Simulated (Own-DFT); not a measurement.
# One host, several defects: zincblende GaAs

Source: density functional calculations with Own-DFT, an unreviewed in-house program that is no longer used. Nothing was measured or relaxed, and spin and spin-orbit coupling are left out.

Method: PBE; PseudoDojo norm-conserving scalar-relativistic files; cutoff 42 hartree; 3 x 3 x 3 k mesh centred on Gamma; Fermi-Dirac smearing of 0.1 eV.

Keep in mind (not all hold for every row): not probed for a lower state with spin; forces on such cells failed a check on a denser k mesh; forces not confirmed at this smearing and k mesh; forces on such cells passed a denser k mesh, each cell not checked; stress not checked against mesh or cutoff.

All runs share one cell, with vectors in Å (11.307, 0.000, 0.000); (0.000, 11.307, 0.000); (0.000, 0.000, 11.307) and a volume of 1445.4 Å³. u is the rms random offset of the atoms per axis. The defect's site can differ from row to row.

```
cell,formula,u (Å),P (GPa)
no defect,As32Ga32,0.0193,3.52
no defect,As32Ga32,0.0197,3.51
no defect,As32Ga32,0.0523,3.93
two As vacancies,As30Ga32,0.0291,3.21
two As vacancies,As30Ga32,0.0474,3.52
two As vacancies,As30Ga32,0.0525,3.55
one Al on a Ga site,AlAs32Ga31,0.0489,3.92
one Al on a Ga site,AlAs32Ga31,0.0501,3.95
one Al on a Ga site,AlAs32Ga31,0.0509,3.91
one As on a Ga site and one Ga on an As site,As32Ga32,0.0302,?
one As on a Ga site and one Ga on an As site,As32Ga32,0.0311,3.97
one As on a Ga site and one Ga on an As site,As32Ga32,0.0472,4.21
one As on a Ga site and one Ga on an As site,As32Ga32,0.0529,4.28
one As on a Ga site,As33Ga31,0.0302,4.24
one As on a Ga site,As33Ga31,0.0480,4.60
one As on a Ga site,As33Ga31,0.0505,4.60
```

## What the rows give

P = P0 + c u² + a shift for each defect gives P0 = 3.44 GPa, c = 187 ± 11 GPa/Å² and a scatter of 0.03 GPa. The shifts, and each times the cell's volume:

- one As on a Ga site: 0.68 ± 0.03 GPa, 6.1 eV
- one As on a Ga site and one Ga on an As site: 0.34 ± 0.03 GPa, 3.1 eV
- one Al on a Ga site: 0.02 ± 0.03 GPa, 0.2 eV (not resolved)
- two As vacancies: -0.37 ± 0.03 GPa, -3.4 eV (-1.7 eV for each of its 2 sites)

Against the defect-free cell, a freed cell would be larger where the shift is positive and smaller where it is negative (160.2 GPa Å³ is 1 eV). The atoms around the defects weren't relaxed, which would change these numbers.

## Check

The question: what pressure belongs in the blank (one As on a Ga site and one Ga on an As site, u = 0.0302 Å)?

From the fit: 3.95 ± 0.04 GPa. The calculation gave 3.94 GPa.
